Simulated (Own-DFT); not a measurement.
# Strain and stress in wurtzite GaN, 72 atoms (Ga36N36)

These are calculations, not measurements. The program, named Own-DFT, is a retired in-house plane-wave density functional code that no person has reviewed. Each row is one single-point run on a periodic cell that was not relaxed, without spin or spin-orbit coupling.

Settings of every run: PBE; PseudoDojo norm-conserving scalar-relativistic files (stringent for Ga); cutoff 96 hartree; 4 x 4 x 3 k mesh centred on Gamma; Gaussian smearing of 0.01 eV.

Known limits: forces not confirmed at this smearing and k mesh; stress not checked against mesh or cutoff.

Unstrained cell vectors in Å: (9.567, 0.000, 0.000); (-4.783, 8.285, 0.000); (0.000, 0.000, 10.370). The unstrained cell has measured lattice constants (interpolated for alloys), not those of this functional. That, the random moves and any unrelaxed bonds set the pressure at no strain. Each run strains this cell uniformly, with the atoms carried along. Every atom was also moved at random, by a Gaussian of width 0.05 Å on each axis. Strain is the symmetric tensor, in per cent. Stress is positive in tension, and the pressure is minus a third of its trace.

| run | e_xx (%) | e_yy (%) | e_zz (%) | e_yz (%) | e_xz (%) | e_xy (%) | s_xx (GPa) | s_yy (GPa) | s_zz (GPa) | s_yz (GPa) | s_xz (GPa) | s_xy (GPa) | P (GPa) | E (meV/atom) |
|---|---|---|---|---|---|---|---|---|---|---|---|---|---|---|
| 1 | 1.38 | 0.61 | -1.46 | 1.15 | -0.88 | 0.00 | -0.96 | -4.55 | -14.40 | 1.89 | -1.65 | -0.86 | 6.64 | 35.2 |
| 2 | 0.41 | -0.90 | 0.09 | 1.51 | -0.35 | -0.44 | -5.00 | -9.73 | -8.27 | 3.44 | -1.04 | -1.39 | 7.67 | 16.6 |
| 3 | -1.24 | -0.02 | -0.29 | 1.37 | -1.59 | 0.72 | -13.24 | -10.30 | -8.58 | 4.17 | -3.25 | 2.67 | 10.71 | 41.7 |
| 4 | -1.28 | 1.65 | 1.56 | 0.71 | -1.46 | 0.70 | -9.61 | -0.52 | -1.03 | 0.29 | -2.82 | 2.64 | 3.72 | 22.4 |
| 5 | 1.05 | 1.00 | 1.85 | 0.05 | 0.81 | -0.62 | -0.08 | -0.12 | 1.07 | 0.33 | 0.90 | -1.27 | -0.29 | 0.0 |
| 6 | 1.84 | -0.76 | -1.90 | 1.47 | -0.12 | -1.29 | -3.86 | -8.26 | -15.49 | 3.49 | 0.15 | -5.42 | 9.20 | 39.0 |
| 7 | -0.42 | -1.65 | -0.84 | -0.61 | 1.27 | -0.22 | -12.81 | -16.12 | -11.68 | -1.70 | 3.09 | -0.55 | 13.54 | 49.9 |
| 8 | 0.01 | -1.42 | 1.37 | 1.47 | -1.43 | 0.94 | -8.15 | -10.24 | -4.54 | 3.49 | -2.87 | 1.85 | 7.64 | 42.6 |
| 9 | -0.96 | -1.41 | -0.76 | 0.94 | -1.03 | -1.25 | -11.81 | -16.52 | -14.29 | 1.65 | -2.03 | -5.05 | 14.21 | 56.5 |
| 10 | 1.68 | 1.06 | 0.80 | -1.02 | 1.02 | 1.30 | 0.29 | -1.23 | -2.10 | -2.70 | 2.00 | 3.78 | 1.01 | 20.4 |
| 11 | -0.55 | 1.17 | 1.76 | 0.15 | 1.27 | -1.50 | -6.86 | -1.31 | -0.97 | 0.13 | 2.40 | -4.65 | 3.05 | 28.0 |
| 12 | -1.96 | -1.69 | -0.86 | 1.99 | 1.87 | 1.70 | -20.59 | -18.05 | -14.34 | 4.25 | 3.17 | 7.11 | 17.66 | 75.4 |
| 13 | -0.58 | -0.83 | -0.68 | -1.95 | -1.83 | -1.19 | -10.47 | -12.38 | -12.20 | -4.27 | -3.77 | -3.99 | 11.68 | 41.7 |
| 14 | 1.75 | 0.76 | -0.09 | 0.87 | -0.06 | -1.91 | 0.50 | -2.59 | -5.87 | 2.31 | 0.49 | -4.93 | 2.65 | 15.7 |
| 15 | -1.43 | -1.81 | 1.73 | 1.18 | -1.47 | 0.32 | ? | ? | ? | ? | ? | ? | ? | ? |

E is the free energy for each atom above the lowest run shown.

## Worked fit

Each stress component was fitted by least squares to a constant and the strains of the runs shown, as fractions, with shears doubled. Shear strains stay in the fit of a normal stress only where such slopes are resolved. The slopes, in GPa:

```
stress,at no strain,per e_xx,per e_yy,per e_zz,scatter
s_xx,-7.5,418 ± 34,122 ± 43,88 ± 40,1.39
s_yy,-7.5,161 ± 23,375 ± 29,125 ± 27,0.95
s_zz,-8.1,59 ± 27,90 ± 34,410 ± 31,1.08
```

Each shear stress against twice its own strain: yz 116 ± 9, xz 98 ± 5, xy 158 ± 12 GPa. These are stiffnesses along x, y and z of the frame in which the cell vectors are given, which need not be the crystal's axes. The atoms are held to the strained lattice; where symmetry lets them move under strain, relaxing them would lower some slopes. The table should be nearly symmetric about its diagonal, and what it lacks of that shows the noise. A ninth of its sum, 205 ± 4 GPa, estimates the bulk modulus near the mean pressure of these runs, 7.8 GPa, so it lies above the value at zero pressure.

## Withheld run

Question: what normal stresses and pressure should run 15 give?

The fit gives s_xx = -14.2, s_yy = -14.5, s_zz = -3.5 and P = 10.7 GPa. The calculation gave -15.58, -13.74, -3.07 and P = 10.80 GPa.
